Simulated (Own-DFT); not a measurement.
# Strain and stress in beta-Si3N4, 112 atoms (N64Si48)

No measurement is shown. These are fixed-geometry runs of a retired plane-wave code named Own-DFT, which no person has reviewed; spin and spin-orbit coupling are neglected.

Method: PBE; PseudoDojo norm-conserving scalar-relativistic files; cutoff 42 hartree; 2 x 2 x 4 k mesh centred on Gamma; Fermi-Dirac smearing of 0.1 eV.

Caveats (not all hold for every row): some atoms lie very close together; forces on such cells moved up to 12 meV/angstrom on a denser k mesh; stress not checked against mesh or cutoff.

Unstrained cell vectors in Å: (15.212, 0.000, 0.000); (-7.606, 13.174, 0.000); (0.000, 0.000, 5.818). The unstrained cell has measured lattice constants (interpolated for alloys), not those of this functional. That, the random moves and any unrelaxed bonds set the pressure at no strain. The cell is deformed uniformly in each run, and the atoms keep their fractional places. Random moves of width 0.05 Å per axis were added to every atom. Strains are tensor components in per cent; tension counts as positive stress, and P is minus the mean normal stress.

```
run  e_xx (%)  e_yy (%)  e_zz (%)  e_yz (%)  e_xz (%)  e_xy (%)  s_xx (GPa)  s_yy (GPa)  s_zz (GPa)  s_yz (GPa)  s_xz (GPa)  s_xy (GPa)  P (GPa)  E (meV/atom)
  1      0.81     -0.22      1.34     -1.08     -0.07     -1.85       -1.25       -5.74       -1.06       -4.06       -0.16       -5.71     2.68           3.0
  2      0.73      1.35      0.17     -1.91     -1.77      0.27       -3.09        1.45       -9.21       -7.07       -8.58        0.91     3.62          35.4
  3      1.66      0.20     -0.90     -1.24     -1.09      1.95        2.08       -5.69      -14.44       -5.59       -4.29        6.05     6.01          23.2
  4      0.51      1.08     -1.83      0.80     -0.53      0.22       -4.63       -0.38      -23.30        2.12       -2.98       -0.36     9.44          30.6
  5      0.39      1.47     -0.06      0.92     -1.20      1.43       -2.58       -0.44       -8.95        3.08       -4.20        5.90     3.99          17.5
  6      1.99     -0.22     -0.32      0.78     -1.39     -1.87        0.98       -7.01       -9.60        2.61       -5.17       -5.31     5.21          39.3
  7     -1.69     -1.64      1.79     -0.48     -1.34     -1.76      -16.61      -16.69       -3.05       -2.14       -4.93       -8.41    12.12          40.6
  8      0.01     -1.84     -1.25     -1.83     -0.90      1.81       -9.56      -20.81      -22.51       -6.97       -2.17        7.75    17.63          63.9
  9      0.76      0.93      0.45      0.06     -0.68     -1.34       -2.54       -0.18       -5.08        1.49       -2.31       -3.56     2.60           7.0
 10      0.47      1.89      0.83      1.45      1.52      0.87       -1.79        3.96       -2.31        4.51        3.72        3.72     0.05           0.0
 11      0.79      1.41      1.71      0.41      1.95      0.87        1.61       -0.12        0.07        1.95        7.26        2.54    -0.52          32.9
 12      0.10     -1.42     -1.46     -0.84      0.40     -0.42       -7.46      -18.35      -22.82       -3.72        1.78       -1.09    16.21          45.3
 13      0.16     -1.70      0.89      1.07     -1.18     -1.41       -9.86      -17.82       -4.49        2.06       -5.39       -7.22    10.72          52.6
 14     -1.87      0.29      0.75     -1.23      0.34      0.62      -13.88       -9.32       -6.35       -4.08        0.90        2.42     9.85          21.8
 15      0.09      0.45      0.89     -1.01     -0.42     -0.74       -8.50       -4.05       -1.74       -2.81       -1.63       -3.00     4.76          16.3
 16     -0.39     -0.19      1.91      0.56     -0.14     -1.41       -7.05       -8.10        0.57        3.00        0.74       -4.90     4.86          24.7
 17      0.14      1.42     -1.88     -1.30      0.30     -0.72       -5.05       -2.99      -23.14       -2.68       -0.29       -4.16    10.40          48.8
 18      1.19      0.28      0.70      1.02     -1.34     -0.02           ?           ?           ?           ?           ?           ?        ?             ?
```

The last column gives the free energy per atom over the lowest of the runs shown.

## What the rows give

Regress every stress component on the fractional strains (shears doubled) of the visible runs, with a constant. Shear strains stay in the fit of a normal stress only where such slopes are resolved. The slopes, in GPa:

| stress | at no strain | per e_xx | per e_yy | per e_zz | scatter |
|---|---|---|---|---|---|
| s_xx | -6.9 | 463 ± 44 | 137 ± 33 | 46 ± 32 | 1.53 |
| s_yy | -8.3 | 141 ± 41 | 569 ± 31 | 94 ± 30 | 1.46 |
| s_zz | -11.0 | 131 ± 45 | 80 ± 33 | 700 ± 33 | 1.57 |

The slope of each shear stress on twice its own strain, from a fit on all six strains: yz 162 ± 10, xz 189 ± 14, xy 183 ± 15 GPa. These are stiffnesses along x, y and z of the frame in which the cell vectors are given, with the crystal's c axis along z: C11, C12, C13 and C33. Hexagonal symmetry asks that xx and yy behave alike, which is a second check on the noise. These are clamped-ion slopes: internal relaxation, where symmetry allows it, would soften some. Slopes across the diagonal should nearly agree, so their difference gauges the noise. A ninth of the table's sum, 262 ± 8 GPa, estimates the bulk modulus near the mean pressure of these runs, 7.0 GPa, so it lies above the value at zero pressure.

## Test on the hidden row

Question: what normal stresses and pressure should run 18 give?

Estimate: s_xx = -0.6, s_yy = -4.3, s_zz = -4.4 and P = 3.1 GPa. The calculation gave -0.28, -3.10, -4.44 and P = 2.60 GPa.
